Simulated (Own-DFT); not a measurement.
# Response to strain: 4H SiC, 32 atoms (C16Si16)

Calculated results; nothing here was measured. The program, named Own-DFT, is a retired in-house plane-wave density functional code that no person has reviewed. Each row is one single-point run on a periodic cell that was not relaxed, without spin or spin-orbit coupling.

Settings of every run: PBE; PseudoDojo norm-conserving scalar-relativistic files; cutoff 42 hartree; 5 x 5 x 3 k mesh centred on Gamma; Fermi-Dirac smearing of 0.1 eV.

Known limits: forces on such cells passed a denser k mesh, each cell not checked; stress not checked against mesh or cutoff.

Unstrained cell vectors in Å: (6.165, 0.000, 0.000); (-3.083, 5.339, 0.000); (0.000, 0.000, 10.068). The unstrained cell has measured lattice constants (interpolated for alloys), not those of this functional. That, the random moves and any unrelaxed bonds set the pressure at no strain. Each run strains this cell uniformly, with the atoms carried along. Every atom was also moved at random, by a Gaussian of width 0.05 Å on each axis. Strain is the symmetric tensor, in per cent. Stress is positive in tension, and the pressure is minus a third of its trace.

| run | e_xx (%) | e_yy (%) | e_zz (%) | e_yz (%) | e_xz (%) | e_xy (%) | s_xx (GPa) | s_yy (GPa) | s_zz (GPa) | s_yz (GPa) | s_xz (GPa) | s_xy (GPa) | P (GPa) | E (meV/atom) |
|---|---|---|---|---|---|---|---|---|---|---|---|---|---|---|
| 1 | 0.83 | -0.38 | 0.07 | -1.49 | -1.00 | -1.84 | -2.17 | -7.13 | -2.61 | -5.66 | -3.60 | -7.71 | 3.97 | 13.2 |
| 2 | 1.49 | 0.49 | -0.38 | -1.43 | 0.02 | -0.45 | 5.30 | -2.04 | -7.34 | -5.20 | -0.41 | -2.11 | 1.36 | 2.2 |
| 3 | 0.60 | -1.12 | -0.47 | -1.09 | 1.29 | 0.96 | -3.17 | -11.83 | -7.41 | -3.80 | 4.06 | 5.28 | 7.47 | 37.1 |
| 4 | -0.11 | -1.15 | 1.79 | 1.41 | 1.40 | -1.41 | -6.69 | -11.27 | 5.42 | 5.45 | 4.15 | -5.50 | 4.18 | 22.7 |
| 5 | 0.85 | 0.90 | -0.54 | 0.31 | -0.74 | 1.02 | 1.42 | -0.90 | -8.39 | 1.13 | -3.09 | 5.87 | 2.63 | 15.1 |
| 6 | -0.26 | -0.12 | 0.98 | -0.20 | 0.12 | -1.69 | -7.78 | -5.66 | 0.62 | -0.04 | 0.37 | -7.71 | 4.27 | 30.2 |
| 7 | -1.96 | 1.28 | 1.36 | 0.83 | 0.82 | -0.50 | -11.37 | 2.70 | -3.03 | 2.33 | 4.23 | -1.33 | 3.90 | 32.2 |
| 8 | 1.92 | 1.82 | -0.81 | 1.26 | 1.17 | 1.86 | 6.96 | 6.62 | -10.68 | 3.38 | 3.58 | 7.83 | -0.97 | 13.8 |
| 9 | 0.55 | 1.12 | -1.99 | 1.14 | 0.02 | -1.32 | -3.16 | 0.00 | -15.84 | 3.98 | 1.78 | -5.72 | 6.34 | 38.2 |
| 10 | 0.04 | 1.37 | 1.02 | 0.30 | -1.71 | -1.34 | -4.95 | 2.50 | 1.96 | 0.59 | -5.50 | -6.45 | 0.16 | 24.9 |
| 11 | -1.60 | 1.35 | 1.25 | -1.97 | -1.85 | -0.44 | -12.86 | 1.37 | 0.85 | -5.43 | -5.68 | -1.80 | 3.54 | 44.4 |
| 12 | 1.76 | -0.53 | -1.59 | 0.64 | -0.02 | 1.21 | 3.97 | -7.53 | -12.76 | 3.66 | -0.02 | 5.50 | 5.44 | 0.0 |
| 13 | 1.06 | 1.67 | -1.92 | -1.59 | 1.64 | 1.72 | -1.13 | 3.80 | -13.83 | -4.92 | 5.49 | 6.17 | 3.72 | 51.1 |
| 14 | -1.96 | -0.64 | 0.34 | -1.23 | -1.68 | 1.10 | -16.66 | -9.09 | -5.85 | -3.74 | -2.84 | 5.59 | 10.53 | 29.9 |
| 15 | -1.27 | 0.74 | 0.12 | 0.74 | -0.98 | 1.27 | -14.25 | -1.15 | -4.71 | 1.59 | -2.19 | 6.49 | 6.70 | 39.1 |
| 16 | -0.97 | -1.02 | 1.55 | 0.81 | 1.19 | 1.46 | ? | ? | ? | ? | ? | ? | ? | ? |

E is the free energy for each atom above the lowest run shown.

## Worked fit

Each stress component was fitted by least squares to a constant and the strains of the runs shown, as fractions, with shears doubled. Shear strains stay in the fit of a normal stress only where such slopes are resolved. The slopes, in GPa:

```
stress,at no strain,per e_xx,per e_yy,per e_zz,scatter
s_xx,-5.6,579 ± 48,93 ± 47,76 ± 54,1.75
s_yy,-5.2,39 ± 19,566 ± 18,37 ± 21,0.68
s_zz,-5.2,92 ± 45,-36 ± 44,556 ± 50,1.63
```

Each shear stress against twice its own strain: yz 165 ± 11, xz 162 ± 7, xy 228 ± 8 GPa. These are stiffnesses along x, y and z of the frame in which the cell vectors are given, which need not be the crystal's axes. The atoms are held to the strained lattice; where symmetry lets them move under strain, relaxing them would lower some slopes. The table should be nearly symmetric about its diagonal, and what it lacks of that shows the noise. A ninth of its sum, 222 ± 7 GPa, estimates the bulk modulus near the mean pressure of these runs, 4.2 GPa, so it lies above the value at zero pressure.

## Withheld run

Question: what normal stresses and pressure should run 16 give?

The fit gives s_xx = -11.0, s_yy = -10.9, s_zz = 2.9 and P = 6.3 GPa. The calculation gave -13.80, -9.41, 2.17 and P = 7.01 GPa.
